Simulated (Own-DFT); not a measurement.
# How strain changes the stress of diamond-structure GeSn with randomly placed atoms, 64 atoms (Ge56Sn8)

Calculated results; nothing here was measured. The program, named Own-DFT, is a retired in-house plane-wave density functional code that no person has reviewed. Each row is one single-point run on a periodic cell that was not relaxed, without spin or spin-orbit coupling.

Settings of every run: PBE; PseudoDojo norm-conserving scalar-relativistic files; cutoff 49 hartree; 3 x 3 x 3 k mesh centred on Gamma; Fermi-Dirac smearing of 0.1 eV.

Known limits: forces on such cells moved up to 12 meV/angstrom on a denser k mesh; stress not checked against mesh or cutoff.

Unstrained cell vectors in Å: (11.524, 0.000, 0.000); (0.000, 11.524, 0.000); (0.000, 0.000, 11.524). The unstrained cell has measured lattice constants (interpolated for alloys), not those of this functional. That, the random moves and any unrelaxed bonds set the pressure at no strain. Each run strains this cell uniformly, with the atoms carried along. Every atom was also moved at random, by a Gaussian of width 0.05 Å on each axis. The random placing of the alloy's atoms differs from row to row. Strain is the symmetric tensor, in per cent. Stress is positive in tension, and the pressure is minus a third of its trace.

```
run  e_xx (%)  e_yy (%)  e_zz (%)  s_xx (GPa)  s_yy (GPa)  s_zz (GPa)  P (GPa)  E (meV/atom)
  1      1.25      1.25      0.00       -3.31       -3.22       -3.98     3.50          17.5
  2      1.00      1.00      0.00       -3.49       -3.51       -3.99     3.66          10.0
  3      0.25      0.25      0.00       -4.96       -4.89       -5.09     4.98          34.7
  4      0.75      0.75      0.00       -3.85       -3.96       -4.39     4.07          15.0
  5      2.50      2.50      0.00       -1.26       -1.42       -2.61     1.76           0.0
  6      1.75      1.75      0.00       -2.59       -2.60       -3.52     2.90          20.0
  7      3.00      3.00      0.00       -0.89       -0.80       -2.37     1.36          10.6
  8     -0.75     -0.75      0.00       -6.60       -6.70       -6.30     6.53          52.4
  9      2.75      2.75      0.00           ?           ?           ?        ?             ?
```

E is the free energy for each atom above the lowest run shown.

## Worked fit

The change of volume is close to e_xx + e_yy + e_zz. A straight line through the runs shown gives P = 5.28 - 68 x (fractional change of volume) GPa, with an error of 3 on the slope and a scatter of 0.19 GPa. The strain isn't the same on all axes, but the crystal is cubic, so the slope still estimates the bulk modulus, averaged over pressures from 1.4 to 6.5 GPa.

## Withheld run

Question: what pressure should run 9 give? Its volume changes by 5.58 %.

The line gives 1.5 GPa. The calculation gave 1.59 GPa.
